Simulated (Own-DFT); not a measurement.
# Biaxial strain at fixed height in grey tin, 32 atoms (Sn32)

No measurement is shown. These are fixed-geometry runs of a retired plane-wave code named Own-DFT, which no person has reviewed; spin and spin-orbit coupling are neglected.

Settings: PBE; PseudoDojo norm-conserving scalar-relativistic files; cutoff 42 hartree; 3 x 3 x 5 k mesh centred on Gamma; cold (Marzari-Vanderbilt) smearing of 0.2 eV.

Limits: forces on such cells failed a check on a denser k mesh; stress not checked against mesh or cutoff.

Unstrained cell vectors in Å: (12.978, 0.000, 0.000); (0.000, 12.978, 0.000); (0.000, 0.000, 6.489). The unstrained cell has measured lattice constants (interpolated for alloys), not those of this functional. That, the random moves and any unrelaxed bonds set the pressure at no strain. Each run strains x and y alike by e, as a substrate would, and holds the height along z. Each coordinate of each atom was shifted by a normal deviate of width 0.05 Å. Stress is positive in tension.

| e (%) | u (Å) | (s_xx + s_yy)/2 (GPa) | s_zz (GPa) |
|---|---|---|---|
| -3.00 | 0.050 | -7.57 | -6.71 |
| -3.00 | 0.045 | -7.42 | -6.61 |
| -2.25 | 0.049 | ? | ? |
| -1.75 | 0.047 | -5.69 | -5.19 |
| -1.75 | 0.050 | -5.78 | -5.21 |
| -0.75 | 0.052 | -4.53 | -4.15 |
| -0.75 | 0.054 | -4.50 | -4.13 |
| -0.25 | 0.048 | -3.92 | -3.84 |
| -0.25 | 0.048 | -3.86 | -3.74 |
| 0.50 | 0.044 | -3.04 | -3.09 |
| 0.50 | 0.045 | -3.01 | -3.13 |
| 1.50 | 0.055 | -1.98 | -2.49 |
| 1.50 | 0.045 | -1.95 | -2.36 |
| 2.00 | 0.044 | -1.49 | -1.97 |
| 2.00 | 0.049 | -1.57 | -2.19 |

## What the rows give

With e as a fraction, the in-plane stress is -3.6 + 115 e - 513 e² GPa (errors 1 and 53, scatter 0.05), and s_zz is -3.5 + 84 e - 665 e² GPa (slope ± 1, scatter 0.07). At e = 0 the first slope is C11 + C12 and the second 2 C12, both with the ions held to the strained lattice and at the cell's own pressure. The term in e² is negative: the layer stiffens under compression and softens under tension. A free layer would change its height as e changes, and the in-plane slope would drop by 2 C12²/C11 to the biaxial modulus. At fixed height, a misfit of 1 % moves the in-plane stress by about 1.1 GPa and s_zz by 0.8 GPa.

## Check

Q: what are the two stresses at e = -2.25 %?

The fitted form gives -6.4 and -5.8 GPa. Computed: -6.47 and -5.78 GPa.
